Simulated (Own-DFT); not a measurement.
Simulation results for Si3N4 (beta silicon nitride, atoms displaced)

All values are calculated (Own-DFT development build). A calculation, not a measurement: plane-wave PBE density functional theory by an unreviewed code, no spin, of a simulated periodic cell, stress positive in tension, free energy of the whole cell less one offset for each atom, forces on such cells passed a denser k mesh, this cell's mesh not checked; offsets are fitted by least squares, one for each functional and potential file, so energies compare only between cells with the same atoms and settings and are not formation energies; the far tail of each file's local potential was reset to the Coulomb form; each entry is a single point on an unrelaxed cell, so the pressure reflects the starting lattice, mostly measured values (interpolated for alloys), from which strain is counted, and rises with the displacements; printed positions are rounded, which can move forces by about a meV/angstrom; the program, named Own-DFT, is a retired in-house code; no spin-orbit coupling.

Settings shared by all entries: functional PBE; potential files PseudoDojo norm-conserving, scalar-relativistic, standard set; wave cutoff 42 hartree; occupations Fermi-Dirac; smearing width 0.1 eV; k mesh 3 x 3 x 3 centred on Gamma.

(1) 
```cif
# cell vector a (Å): 7.6060 0.0000 0.0000
# cell vector b (Å): -3.8030 6.5870 0.0000
# cell vector c (Å): 0.0000 0.0000 8.7270
data_Si3N4
_symmetry_space_group_name_H-M 'P 1'
_symmetry_Int_Tables_number 1
_cell_length_a 7.6060
_cell_length_b 7.6060
_cell_length_c 8.7270
_cell_angle_alpha 90.000
_cell_angle_beta 90.000
_cell_angle_gamma 120.000
_cell_volume 437.23
loop_
_atom_site_label
_atom_site_type_symbol
_atom_site_fract_x
_atom_site_fract_y
_atom_site_fract_z
_atom_site_occupancy
Si1 Si 0.17557 0.77005 0.08389 1
Si2 Si 0.23647 0.40812 0.07945 1
Si3 Si 0.59551 0.82380 0.08226 1
Si4 Si 0.82684 0.22918 0.24845 1
Si5 Si 0.76975 0.59756 0.25151 1
Si6 Si 0.40747 0.17340 0.25002 1
N1 N 0.33223 0.03264 0.08200 1
N2 N 0.96813 0.30029 0.08634 1
N3 N 0.69980 0.67194 0.08356 1
N4 N 0.66908 0.96859 0.24988 1
N5 N 0.03261 0.70390 0.24381 1
N6 N 0.29858 0.33164 0.24648 1
N7 N 0.33466 0.66517 0.08101 1
N8 N 0.66390 0.33492 0.24588 1
Si7 Si 0.17754 0.77292 0.41939 1
Si8 Si 0.22685 0.40050 0.41703 1
Si9 Si 0.59424 0.82806 0.41325 1
Si10 Si 0.82852 0.23193 0.58411 1
Si11 Si 0.76629 0.59895 0.58423 1
Si12 Si 0.39900 0.17005 0.58106 1
N9 N 0.33044 0.03085 0.41958 1
N10 N 0.97411 0.30665 0.41517 1
N11 N 0.70042 0.67275 0.41749 1
N12 N 0.66937 0.96812 0.58585 1
N13 N 0.03623 0.70504 0.58589 1
N14 N 0.30108 0.32815 0.58246 1
N15 N 0.33168 0.66281 0.41475 1
N16 N 0.66462 0.32960 0.58304 1
Si13 Si 0.17324 0.76977 0.74959 1
Si14 Si 0.23137 0.40487 0.74925 1
Si15 Si 0.59086 0.82206 0.75013 1
Si16 Si 0.82864 0.23146 0.91612 1
Si17 Si 0.76601 0.59359 0.91903 1
Si18 Si 0.40510 0.17345 0.92077 1
N17 N 0.33625 0.03498 0.75140 1
N18 N 0.97008 0.30311 0.75198 1
N19 N 0.69934 0.66760 0.75036 1
N20 N 0.66461 0.96857 0.91708 1
N21 N 0.02585 0.69126 0.91770 1
N22 N 0.30081 0.33223 0.91627 1
N23 N 0.33238 0.66449 0.75205 1
N24 N 0.66894 0.33299 0.91518 1
_calc_free_energy_of_cell_above_offsets '-7.438'  # eV
_calc_pressure 5.4  # GPa
_calc_stress_xx -4.59  # GPa
_calc_stress_yy -4.79  # GPa
_calc_stress_zz -6.82  # GPa
_calc_stress_yz 0.46  # GPa
_calc_stress_xz 0.63  # GPa
_calc_stress_xy 0.01  # GPa
```

Force:
```
element  x (eV/Å)  y (eV/Å)  z (eV/Å)
     Si     0.586    -0.428    -1.236
     Si    -1.263    -0.213     0.979
     Si     -0.94     0.392    -0.081
     Si     -1.03     0.778     0.496
     Si     0.262    -0.491     -0.46
     Si    -0.774     0.668     -0.03
      N     -0.11     -0.93     0.961
      N     1.079     0.177    -1.194
      N     0.516    -0.298     0.284
      N     0.008     0.366    -0.415
      N    -0.433    -0.013     2.326
      N     0.785    -0.753     0.819
      N    -0.412     0.793     0.134
      N      1.19    -0.056     0.422
     Si     0.119     -1.35     -1.09
     Si     1.112     1.079    -0.781
     Si     -0.47    -0.642     1.388
     Si     -0.99    -0.002    -0.127
     Si     1.438    -1.536    -0.144
     Si     1.671     1.124     1.548
      N    -0.063    -0.241    -1.485
      N    -1.314    -1.162     0.432
      N     0.286      0.09    -0.259
      N     0.214     0.223      -0.9
      N    -1.577    -0.604    -0.919
      N    -1.002     0.335     0.062
      N    -0.047     0.755     0.163
      N    -0.129     0.985    -0.261
     Si     0.761     0.213     1.328
     Si     0.027     0.205    -0.004
     Si    -0.016     0.394     0.276
     Si    -0.941    -0.074     0.735
     Si     0.575    -0.713    -0.443
     Si     0.794     1.015    -1.513
      N    -0.571    -1.162     0.055
      N     0.699    -0.142    -0.678
      N    -0.502     0.471     0.481
      N     0.497     0.195    -0.234
      N     0.504      0.99    -0.194
      N     0.507    -0.533     -0.43
      N    -0.374     0.109    -0.288
      N    -0.672    -0.014     0.277
```

(2) 
```cif
# cell vector a (Å): 7.6060 0.0000 0.0000
# cell vector b (Å): -3.8030 6.5870 0.0000
# cell vector c (Å): 0.0000 0.0000 8.7270
data_Si3N4
_symmetry_space_group_name_H-M 'P 1'
_symmetry_Int_Tables_number 1
_cell_length_a 7.6060
_cell_length_b 7.6060
_cell_length_c 8.7270
_cell_angle_alpha 90.000
_cell_angle_beta 90.000
_cell_angle_gamma 120.000
_cell_volume 437.23
loop_
_atom_site_label
_atom_site_type_symbol
_atom_site_fract_x
_atom_site_fract_y
_atom_site_fract_z
_atom_site_occupancy
Si1 Si 0.17251 0.76854 0.08057 1
Si2 Si 0.22927 0.40140 0.08483 1
Si3 Si 0.59039 0.82009 0.08304 1
Si4 Si 0.82373 0.22935 0.25069 1
Si5 Si 0.77160 0.60082 0.24730 1
Si6 Si 0.40727 0.17823 0.25245 1
N1 N 0.33332 0.03264 0.07936 1
N2 N 0.96723 0.30319 0.08468 1
N3 N 0.69482 0.66303 0.08484 1
N4 N 0.66926 0.97327 0.24962 1
N5 N 0.03215 0.69804 0.24875 1
N6 N 0.30257 0.33191 0.25106 1
N7 N 0.33485 0.66252 0.08255 1
N8 N 0.66622 0.33001 0.25028 1
Si7 Si 0.17491 0.77020 0.42029 1
Si8 Si 0.23369 0.40503 0.41691 1
Si9 Si 0.60110 0.82787 0.42052 1
Si10 Si 0.82871 0.23000 0.58148 1
Si11 Si 0.77040 0.59575 0.58248 1
Si12 Si 0.40875 0.17448 0.58404 1
N9 N 0.33331 0.02909 0.41524 1
N10 N 0.96403 0.30011 0.41822 1
N11 N 0.69780 0.66759 0.41469 1
N12 N 0.67115 0.96507 0.58699 1
N13 N 0.03498 0.70065 0.58455 1
N14 N 0.29876 0.33275 0.58296 1
N15 N 0.33081 0.66328 0.41285 1
N16 N 0.66999 0.33165 0.58498 1
Si13 Si 0.17437 0.76545 0.75137 1
Si14 Si 0.22671 0.40141 0.74693 1
Si15 Si 0.59270 0.82465 0.75294 1
Si16 Si 0.82668 0.23077 0.91912 1
Si17 Si 0.76767 0.59678 0.91665 1
Si18 Si 0.40538 0.17544 0.91644 1
N17 N 0.32731 0.02825 0.74939 1
N18 N 0.96532 0.29939 0.75004 1
N19 N 0.70585 0.67518 0.74913 1
N20 N 0.66555 0.97085 0.91663 1
N21 N 0.03608 0.69961 0.91141 1
N22 N 0.30097 0.33317 0.91718 1
N23 N 0.33416 0.66929 0.74918 1
N24 N 0.66170 0.32830 0.91772 1
_calc_free_energy_of_cell_above_offsets '-7.371'  # eV
_calc_pressure 5.54  # GPa
_calc_stress_xx -5.55  # GPa
_calc_stress_yy -3.97  # GPa
_calc_stress_zz -7.11  # GPa
_calc_stress_yz 0.77  # GPa
_calc_stress_xz 0.5  # GPa
_calc_stress_xy 0.17  # GPa
```

Force:
```
element  x (eV/Å)  y (eV/Å)  z (eV/Å)
     Si     1.374     0.235     0.379
     Si    -0.291     0.634     -0.33
     Si    -0.321     1.175     0.305
     Si    -0.391     0.642     0.013
     Si     0.986    -2.005     0.927
     Si     0.807    -0.936    -1.145
      N    -0.493    -0.652     1.353
      N     0.887    -0.029     0.071
      N    -0.127     0.835    -0.944
      N     0.441    -1.648     0.208
      N    -0.464      0.35     0.231
      N    -0.319    -0.313    -0.001
      N    -1.215     0.152     0.013
      N    -0.486     1.556     0.058
     Si     0.822    -0.576    -1.256
     Si    -1.329     0.443    -0.275
     Si    -1.804    -0.424    -1.142
     Si    -1.046    -0.536     0.964
     Si     0.554    -0.574     0.068
     Si    -0.134    -0.077    -0.022
      N     -0.34     0.512     0.646
      N     1.887     0.407    -0.819
      N     0.665     0.009     0.389
      N     0.075     0.961    -0.405
      N    -1.198    -0.393    -0.109
      N     1.186    -0.927    -0.073
      N     0.649     0.938      0.38
      N    -0.782     0.558    -0.109
     Si     0.566     0.949    -1.116
     Si    -0.173     1.137     1.195
     Si    -0.077     0.008    -0.186
     Si    -1.085     0.129    -0.464
     Si     1.051    -1.281    -0.374
     Si    -0.117    -0.299    -0.507
      N     -0.06     0.446    -0.006
      N     0.842     0.125     0.157
      N    -0.138    -0.179     0.218
      N     0.543    -0.584     0.617
      N    -2.062    -0.839      1.74
      N    -0.145    -0.332    -0.523
      N     0.477    -1.288    -0.003
      N     0.787     1.693    -0.122
```
